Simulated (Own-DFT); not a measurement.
# Strain and stress in zincblende InP, 64 atoms (In32P32)

Calculated results; nothing here was measured. The program, named Own-DFT, is a retired in-house plane-wave density functional code that no person has reviewed. Each row is one single-point run on a periodic cell that was not relaxed, without spin or spin-orbit coupling.

Settings of every run: PBE; PseudoDojo norm-conserving scalar-relativistic files; cutoff 36 hartree; 3 x 3 x 3 k mesh centred on Gamma; Fermi-Dirac smearing of 0.1 eV.

Known limits: forces on such cells moved up to 12 meV/angstrom on a denser k mesh; stress not checked against mesh or cutoff.

Unstrained cell vectors in Å: (11.737, 0.000, 0.000); (0.000, 11.737, 0.000); (0.000, 0.000, 11.737). The unstrained cell has measured lattice constants (interpolated for alloys), not those of this functional. That, the random moves and any unrelaxed bonds set the pressure at no strain. Each run strains this cell uniformly, with the atoms carried along. Every atom was also moved at random, by a Gaussian of width 0.05 Å on each axis. Strain is the symmetric tensor, in per cent. Stress is positive in tension, and the pressure is minus a third of its trace.

```
run,e_xx (%),e_yy (%),e_zz (%),e_yz (%),e_xz (%),e_xy (%),s_xx (GPa),s_yy (GPa),s_zz (GPa),s_yz (GPa),s_xz (GPa),s_xy (GPa),P (GPa),E (meV/atom)
1,1.04,-1.28,-1.44,1.71,1.62,-1.82,-4.83,-5.60,-5.81,2.97,3.31,-3.44,5.41,50.2
2,0.81,1.72,1.42,1.67,-1.03,-1.38,-1.41,-1.00,-1.10,2.01,-1.48,-1.78,1.17,6.1
3,-1.95,1.25,-0.28,-1.93,-0.36,1.91,-5.18,-4.03,-4.60,-2.68,-0.48,2.96,4.60,26.8
4,-1.90,-1.92,-1.43,-1.79,1.23,-0.62,-8.29,-8.22,-8.07,-2.73,2.30,-0.57,8.19,67.6
5,-0.74,1.61,-1.65,-0.51,-0.14,-0.34,-4.37,-3.45,-4.68,0.06,-0.14,-0.72,4.17,15.0
6,0.95,1.06,0.98,-0.70,0.90,-0.97,-1.62,-1.58,-1.51,-1.36,0.35,-1.09,1.57,0.0
7,1.04,0.98,-1.20,0.17,1.76,0.01,-2.90,-2.83,-3.78,-0.06,3.00,-0.52,3.17,15.3
8,-1.00,1.53,0.13,1.38,0.62,0.33,-3.63,-2.66,-3.18,1.78,0.41,0.45,3.16,11.2
9,-1.99,-1.95,-0.17,0.78,-1.40,-0.48,-7.30,-7.28,-6.55,0.86,-2.03,-0.68,7.04,47.8
10,-1.01,1.13,-0.43,-1.37,-1.81,-1.06,-4.59,-3.82,-4.34,-2.37,-2.85,-2.22,4.25,31.4
11,1.93,1.15,-1.38,0.99,-1.75,0.71,-1.94,-2.31,-3.14,1.08,-2.29,0.95,2.46,11.9
12,-1.68,-1.69,1.71,-0.43,1.53,0.14,-5.33,-5.31,-4.08,-0.82,1.93,-0.01,4.91,23.8
13,0.30,0.41,-0.16,-1.53,0.82,-1.65,-3.34,-3.23,-3.42,-1.36,1.51,-2.43,3.33,14.6
14,-0.75,-1.27,0.94,-0.25,0.63,0.45,-4.51,-4.78,-3.88,-0.55,0.12,1.22,4.39,17.3
15,1.30,1.12,-1.40,-1.72,1.46,-0.40,?,?,?,?,?,?,?,?
```

E is the free energy for each atom above the lowest run shown.

## Worked fit

Each stress component was fitted by least squares to a constant and the strains of the runs shown, as fractions, with shears doubled. Shear strains stay in the fit of a normal stress only where such slopes are resolved. The slopes, in GPa:

```
stress  at no strain  per e_xx  per e_yy  per e_zz  scatter
  s_xx          -3.9    98 ± 6    67 ± 5    67 ± 6     0.25
  s_yy          -3.9    62 ± 5   104 ± 5    66 ± 6     0.22
  s_zz          -3.8    61 ± 5    68 ± 5   105 ± 6     0.24
```

Each shear stress against twice its own strain: yz 70 ± 6, xz 74 ± 5, xy 79 ± 7 GPa. These are stiffnesses along x, y and z of the frame in which the cell vectors are given, which need not be the crystal's axes. The atoms are held to the strained lattice; where symmetry lets them move under strain, relaxing them would lower some slopes. The table should be nearly symmetric about its diagonal, and what it lacks of that shows the noise. A ninth of its sum, 77 ± 2 GPa, estimates the bulk modulus near the mean pressure of these runs, 4.1 GPa, so it lies above the value at zero pressure.

## Withheld run

Question: what normal stresses and pressure should run 15 give?

The fit gives s_xx = -2.8, s_yy = -2.8, s_zz = -3.8 and P = 3.1 GPa. The calculation gave -2.60, -2.77, -3.66 and P = 3.01 GPa.
